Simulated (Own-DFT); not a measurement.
# Computed records: SiC (2H silicon carbide, strained, atoms displaced)

Computed with Own-DFT development build. A calculation, not a measurement: plane-wave PBE density functional theory by an unreviewed code, no spin, of a simulated periodic cell, stress positive in tension, free energy of the whole cell less one offset for each atom, forces on such cells passed a denser k mesh, this cell's mesh not checked; offsets are fitted by least squares, one for each functional and potential file, so energies compare only between cells with the same atoms and settings and are not formation energies; the far tail of each file's local potential was reset to the Coulomb form; each entry is a single point on an unrelaxed cell, so the pressure reflects the starting lattice, mostly measured values (interpolated for alloys), from which strain is counted, and rises with the displacements; printed positions are rounded, which can move forces by about a meV/angstrom; the program, named Own-DFT, is a retired in-house code; no spin-orbit coupling.

```yaml
- formula: SiC
  kind: "2H silicon carbide, strained, atoms displaced"
  structure:
    cell_angstrom:
      - [9.2063, -0.0123, 0.0779]
      - [-4.6138, 8.1095, -0.1924]
      - [0.0848, -0.1929, 10.0374]
    atoms_fractional:
      - [Si, 0.98697, 0.9923, 0.00338]
      - [Si, 0.10287, 0.21414, 0.25083]
      - [C, 0.01119, 0.01075, 0.18736]
      - [C, 0.10602, 0.21668, 0.43302]
      - [Si, 0.00902, 0.0085, 0.49947]
      - [Si, 0.10938, 0.233, 0.75515]
      - [C, 0.00032, 0.99195, 0.69304]
      - [C, 0.10431, 0.23161, 0.94122]
      - [Si, 0.01934, 0.34054, 0.9901]
      - [Si, 0.11787, 0.5666, 0.25232]
      - [C, 0.99837, 0.32736, 0.18623]
      - [C, 0.11133, 0.55956, 0.42909]
      - [Si, 0.00614, 0.33773, 0.50311]
      - [Si, 0.11986, 0.55452, 0.74722]
      - [C, 0.99902, 0.33598, 0.68644]
      - [C, 0.10351, 0.55372, 0.9421]
      - [Si, 0.00308, 0.67544, 0.00609]
      - [Si, 0.11432, 0.89309, 0.25193]
      - [C, 0.00152, 0.65791, 0.186]
      - [C, 0.11692, 0.89467, 0.44407]
      - [Si, 0.99694, 0.65829, 0.50553]
      - [Si, 0.10895, 0.88973, 0.74904]
      - [C, 0.00433, 0.66846, 0.69585]
      - [C, 0.11111, 0.88746, 0.94049]
      - [Si, 0.34544, 0.00441, 0.99642]
      - [Si, 0.44634, 0.22732, 0.24815]
      - [C, 0.33819, 0.01454, 0.19149]
      - [C, 0.45463, 0.22947, 0.43812]
      - [Si, 0.33074, 0.99818, 0.49742]
      - [Si, 0.44255, 0.22408, 0.74569]
      - [C, 0.31859, 0.99516, 0.69009]
      - [C, 0.44401, 0.21374, 0.93253]
      - [Si, 0.32779, 0.33281, 0.99928]
      - [Si, 0.44662, 0.54771, 0.24027]
      - [C, 0.34048, 0.34115, 0.19092]
      - [C, 0.44516, 0.56059, 0.43861]
      - [Si, 0.33211, 0.33438, 0.50827]
      - [Si, 0.44, 0.55111, 0.75349]
      - [C, 0.32797, 0.32797, 0.68572]
      - [C, 0.44671, 0.56643, 0.93914]
      - [Si, 0.3297, 0.66889, 0.99327]
      - [Si, 0.45507, 0.89069, 0.24691]
      - [C, 0.32727, 0.66486, 0.18577]
      - [C, 0.44245, 0.88748, 0.42848]
      - [Si, 0.34095, 0.66206, 0.4971]
      - [Si, 0.44447, 0.89555, 0.74946]
      - [C, 0.34709, 0.66808, 0.69511]
      - [C, 0.44969, 0.89622, 0.93511]
      - [Si, 0.68064, 0.00857, 0.99384]
      - [Si, 0.77651, 0.22819, 0.25732]
      - [C, 0.67896, 0.01863, 0.18557]
      - [C, 0.77329, 0.21673, 0.44136]
      - [Si, 0.65789, 0.99787, 0.50375]
      - [Si, 0.77574, 0.22168, 0.75244]
      - [C, 0.64981, 0.99783, 0.68637]
      - [C, 0.77809, 0.22758, 0.93612]
      - [Si, 0.67339, 0.3378, 0.99709]
      - [Si, 0.77552, 0.5572, 0.25247]
      - [C, 0.66962, 0.33385, 0.18984]
      - [C, 0.77187, 0.56176, 0.43384]
      - [Si, 0.6637, 0.32645, 0.49826]
      - [Si, 0.78102, 0.55616, 0.75171]
      - [C, 0.67631, 0.34007, 0.68425]
      - [C, 0.78441, 0.56805, 0.93191]
      - [Si, 0.66536, 0.66992, 0.99489]
      - [Si, 0.77383, 0.89219, 0.2529]
      - [C, 0.65509, 0.66278, 0.1922]
      - [C, 0.77184, 0.88408, 0.43147]
      - [Si, 0.673, 0.6602, 0.50727]
      - [Si, 0.77729, 0.89151, 0.74416]
      - [C, 0.66234, 0.66187, 0.69266]
      - [C, 0.77979, 0.88673, 0.94031]
  settings:
    functional: PBE
    potential_files: "PseudoDojo norm-conserving, scalar-relativistic, standard set"
    "wave_cutoff [hartree]": 42.0
    occupations: Fermi-Dirac
    "smearing_width [eV]": 0.1
    hardware: "one NVIDIA H100"
    k_mesh: "4 x 4 x 3 centred on Gamma"
  results:
    "free_energy_of_cell_above_offsets [eV]": "-4.460"
    "pressure [GPa]": 5.0
    "stress_xx [GPa]": -7.4
    "stress_yy [GPa]": 0.9
    "stress_zz [GPa]": -8.5
    "stress_yz [GPa]": -6.63
    "stress_xz [GPa]": 3.76
    "stress_xy [GPa]": 0.9
    force_element: [Si, Si, C, C, Si, Si, C, C, Si, Si, C, C, Si, Si, C, C, Si, Si, C, C, Si, Si, C, C, Si, Si, C, C, Si, Si, C, C, Si, Si, C, C, Si, Si, C, C, Si, Si, C, C, Si, Si, C, C, Si, Si, C, C, Si, Si, C, C, Si, Si, C, C, Si, Si, C, C, Si, Si, C, C, Si, Si, C, C]
    "force_x [eV/angstrom]": [2.896, 0.323, -1.015, 0.744, -1.482, 0.974, -2.137, 5.878, -7.556, 0.167, -0.048, 0.841, -1.028, -1.398, 0.415, 1.263, -0.004, 0.397, -2.032, -1.071, -0.664, 0.005, 0.364, 0.058, -2.413, 0.35, 1.028, -2.296, 1.074, 0.922, 2.732, -0.764, 1.414, -3.161, -0.916, 2.445, 0.307, 1.309, -0.335, 0.191, -0.448, -1.47, 2.006, 0.185, -2.57, -1.722, -2.261, 1.271, -1.834, 1.452, -0.017, 0.913, 0.947, -0.58, 3.274, 2.079, -1.222, 0.204, -0.704, 3.722, 0.592, -0.113, -1.172, -0.142, 0.375, 0.45, 3.016, 0.731, -3.78, -0.348, 0.751, -1.36]
    "force_y [eV/angstrom]": [1.747, 3.426, -3.66, 1.282, -1.751, -2.188, 2.517, -4.179, 2.095, -2.798, 1.425, -0.909, -0.529, 1.252, -0.491, 0.953, -0.833, -0.277, 2.132, -1.621, 1.755, -1.155, -0.872, 1.069, -0.205, 0.72, -2.445, -1.452, 0.916, -0.617, 1.282, 2.39, 0.375, 2.263, -3.297, -2.354, 0.416, 0.309, 0.738, -2.342, 0.933, 0.526, 1.09, -0.356, 1.954, -1.462, 0.214, -1.128, 0.118, 0.481, -2.624, 0.639, -0.228, 0.496, 1.273, -0.439, 0.656, 0.098, 0.828, -2.267, 2.059, 0.538, -1.121, -1.598, -0.34, 0.186, 2.061, 0.603, 2.093, -0.875, 0.417, 0.085]
    "force_z [eV/angstrom]": [-0.166, -0.525, -0.033, 1.879, 0.348, -0.915, -1.103, -2.23, 4.518, -1.946, 0.254, 3.457, -2.02, 1.241, 0.464, -1.766, -1.422, -0.198, 1.263, -1.301, -0.564, 1.724, -1.511, -0.079, 1.48, 0.6, -1.054, 0.198, 0.279, 0.218, -1.219, 0.343, 0.404, 2.735, -1.388, -0.597, -3.424, -0.266, 2.109, -0.418, 1.418, -1.146, -0.672, 2.307, 0.603, 0.572, -1.751, 0.326, 1.256, -1.305, -0.279, 0.409, -1.899, -0.887, 0.321, -0.363, 0.637, -1.303, -0.54, 1.027, 0.341, -0.742, 0.687, 2.144, 1.474, -1.411, -2.118, 3.245, -0.759, 0.729, -0.158, -1.533]
    "wall_time [s]": 370.8
```
